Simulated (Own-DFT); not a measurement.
## Calculated data, Si₂₃GeO₄₈ (quartz with substituted atoms, atoms displaced)

Computed with Own-DFT development build. A calculation, not a measurement: plane-wave PBE and HSE06 DFT by an unreviewed code, no spin, of a simulated cell at Gamma alone, so results move with cell size and shape, stress positive in tension, energies less offsets, not probed for a lower state with spin; oxygen file: force components 24 meV/angstrom off all-electron in a glass; k mesh not checked against a denser one; forces and stress are PBE's, HSE06 gives the energy alone, and its difference from PBE has offsets of its own; offsets are fitted by least squares, one for each functional and potential file, so energies compare only between cells with the same atoms and settings and are not formation energies; the far tail of each file's local potential was reset to the Coulomb form; each entry is a single point on an unrelaxed cell, so the pressure reflects the starting lattice, mostly measured values (interpolated for alloys), from which strain is counted, and rises with the displacements; printed positions are rounded, which can move forces by about a meV/angstrom; the program, named Own-DFT, is a retired in-house code; no spin-orbit coupling.

```json
{"formula": "Si23GeO48", "kind": "quartz with substituted atoms, atoms displaced", "structure": {"cell_angstrom": [[9.8268, 0.0, 0.0], [-4.9134, 8.5103, 0.0], [0.0, 0.0, 10.8104]], "atoms_fractional": [["Ge", 0.23179, 0.9937, 0.00312], ["Si", 0.00284, 0.23627, 0.33434], ["Si", 0.27253, 0.26755, 0.17282], ["O", 0.21391, 0.13156, 0.06829], ["O", 0.42083, 0.28845, 0.23551], ["O", 0.37061, 0.06664, 0.38925], ["O", 0.07084, 0.36932, 0.44133], ["O", 0.13301, 0.20018, 0.26899], ["O", 0.28456, 0.42356, 0.10513], ["Si", 0.23063, 0.99267, 0.49954], ["Si", 0.9907, 0.23037, 0.8342], ["Si", 0.26852, 0.26846, 0.66791], ["O", 0.20648, 0.13589, 0.56252], ["O", 0.43139, 0.29725, 0.7217], ["O", 0.36076, 0.07341, 0.88491], ["O", 0.07319, 0.36692, 0.94654], ["O", 0.13623, 0.20543, 0.77434], ["O", 0.29128, 0.41928, 0.60308], ["Si", 0.2324, 0.49804, 0.00279], ["Si", 0.98424, 0.72731, 0.32758], ["Si", 0.27168, 0.77013, 0.17368], ["O", 0.2159, 0.6398, 0.06746], ["O", 0.44008, 0.80104, 0.23409], ["O", 0.37168, 0.57618, 0.38665], ["O", 0.07951, 0.86669, 0.44427], ["O", 0.12406, 0.71025, 0.27807], ["O", 0.29251, 0.92479, 0.10827], ["Si", 0.23771, 0.5003, 0.49719], ["Si", 0.99219, 0.72519, 0.8398], ["Si", 0.27081, 0.77157, 0.6699], ["O", 0.20957, 0.62552, 0.56648], ["O", 0.42567, 0.78119, 0.72983], ["O", 0.36085, 0.57439, 0.90042], ["O", 0.07557, 0.86875, 0.94021], ["O", 0.14064, 0.71431, 0.78282], ["O", 0.295, 0.92911, 0.61071], ["Si", 0.74028, 0.00389, 0.99535], ["Si", 0.4999, 0.23495, 0.33969], ["Si", 0.77197, 0.26326, 0.16391], ["O", 0.70799, 0.14089, 0.06413], ["O", 0.93455, 0.28561, 0.22484], ["O", 0.86345, 0.0705, 0.39332], ["O", 0.57979, 0.37147, 0.44192], ["O", 0.6418, 0.20615, 0.27602], ["O", 0.79574, 0.43336, 0.11529], ["Si", 0.73648, 0.00879, 0.49984], ["Si", 0.49696, 0.22952, 0.82545], ["Si", 0.76568, 0.27201, 0.66795], ["O", 0.70367, 0.13473, 0.55621], ["O", 0.92956, 0.28948, 0.72601], ["O", 0.86862, 0.08041, 0.90093], ["O", 0.5786, 0.36372, 0.93368], ["O", 0.63523, 0.20328, 0.77323], ["O", 0.77709, 0.4178, 0.61372], ["Si", 0.73286, 0.50232, 0.99142], ["Si", 0.50355, 0.74718, 0.33684], ["Si", 0.76367, 0.76933, 0.16662], ["O", 0.71983, 0.63341, 0.06067], ["O", 0.92254, 0.78396, 0.21689], ["O", 0.87222, 0.57085, 0.38739], ["O", 0.57914, 0.86809, 0.43974], ["O", 0.63144, 0.70438, 0.28301], ["O", 0.7967, 0.92934, 0.10626], ["Si", 0.73345, 0.50179, 0.49853], ["Si", 0.49514, 0.73458, 0.83159], ["Si", 0.76397, 0.76204, 0.66499], ["O", 0.71439, 0.63947, 0.55541], ["O", 0.92852, 0.79175, 0.72411], ["O", 0.86029, 0.56952, 0.89616], ["O", 0.57336, 0.86452, 0.94108], ["O", 0.62889, 0.70624, 0.76886], ["O", 0.78919, 0.92656, 0.60086]]}, "settings": {"first_functional": "PBE", "second_functional": "HSE06", "exact_exchange_share": 0.25, "screening [1/bohr]": 0.11, "exchange_divergence": "Gygi-Baldereschi", "potential_files": "PseudoDojo norm-conserving, scalar-relativistic, made for PBE, standard set", "wave_cutoff [hartree]": 48.0, "occupations": "fixed", "k_mesh": "1 x 1 x 1 centred on Gamma"}, "results": {"PBE_energy_of_cell_above_offsets [eV]": "-17.041", "HSE06_less_PBE_above_offsets [eV]": "-0.456", "PBE_pressure [GPa]": 11.84, "PBE_stress_xx [GPa]": -10.86, "PBE_stress_yy [GPa]": -12.57, "PBE_stress_zz [GPa]": -12.08, "PBE_stress_yz [GPa]": 1.45, "PBE_stress_xz [GPa]": -3.41, "PBE_stress_xy [GPa]": -0.92, "force_element": ["Ge", "Si", "Si", "O", "O", "O", "O", "O", "O", "Si", "Si", "Si", "O", "O", "O", "O", "O", "O", "Si", "Si", "Si", "O", "O", "O", "O", "O", "O", "Si", "Si", "Si", "O", "O", "O", "O", "O", "O", "Si", "Si", "Si", "O", "O", "O", "O", "O", "O", "Si", "Si", "Si", "O", "O", "O", "O", "O", "O", "Si", "Si", "Si", "O", "O", "O", "O", "O", "O", "Si", "Si", "Si", "O", "O", "O", "O", "O", "O"], "force_x [eV/angstrom]": [1.945, 1.574, -3.104, -2.946, 2.853, -0.959, 0.024, -1.622, 2.588, 1.543, 5.156, -0.463, 1.173, 0.812, 1.582, -1.81, -1.944, -0.525, -1.446, 2.188, -0.764, -0.138, -5.035, -1.251, -3.526, 4.345, 4.533, 1.24, 1.423, -0.596, -1.231, -3.839, 1.872, -5.635, 0.083, 0.449, -4.268, 2.963, -1.244, 1.262, -1.974, 1.317, -1.882, -1.644, -0.258, 0.692, 0.093, 2.801, -1.339, -2.432, 1.784, -1.078, 0.04, -1.534, -0.256, 3.268, -1.082, -2.738, -0.245, -2.491, -0.739, 2.123, -0.645, 2.991, 3.514, -0.501, -0.415, 0.181, 3.127, 0.336, 0.451, 1.272], "force_y [eV/angstrom]": [3.854, -1.627, -0.057, 3.902, 1.417, -0.855, -0.249, -0.215, -1.538, 4.782, 3.579, -2.009, -1.957, 0.572, 0.268, -2.168, -0.014, 2.442, 1.408, 4.317, -0.909, -0.68, 1.75, -1.101, -4.281, 0.346, -1.95, -0.198, 3.922, -2.729, 2.356, 2.392, 1.413, -6.542, -0.443, 0.525, -1.868, -0.613, 4.714, -5.146, 0.945, 1.377, -1.823, 0.299, -0.321, -1.898, 0.738, -4.866, 2.556, 0.783, -0.689, -0.802, -0.711, 4.95, -4.075, -4.064, -2.511, 2.143, 1.363, -4.029, 2.033, 0.736, 1.015, 1.059, -2.402, 2.497, -0.473, -0.608, 0.644, 0.908, -0.455, -1.127], "force_z [eV/angstrom]": [-1.747, 0.813, -3.028, 1.677, 0.897, 1.669, -0.227, 2.276, 2.688, 1.128, 0.422, 0.237, -1.553, -0.105, -1.784, -2.029, 1.442, -0.99, 0.753, 1.389, 1.329, -0.379, -4.639, 1.433, -2.96, -2.151, 4.97, -0.586, -2.136, 0.083, 1.202, -4.4, -2.36, -3.554, -0.482, -0.072, 4.836, -1.668, 4.095, -5.044, -2.038, -1.29, -0.792, 0.953, -1.608, -0.492, 1.394, 0.199, 1.84, -1.894, -2.349, -0.411, 0.549, -2.449, 6.354, 1.407, 0.84, 0.698, 0.087, 3.465, 2.622, -2.255, -0.683, 0.192, 4.743, 0.122, -0.624, 0.962, -3.6, 0.17, 0.434, 2.005]}}
```
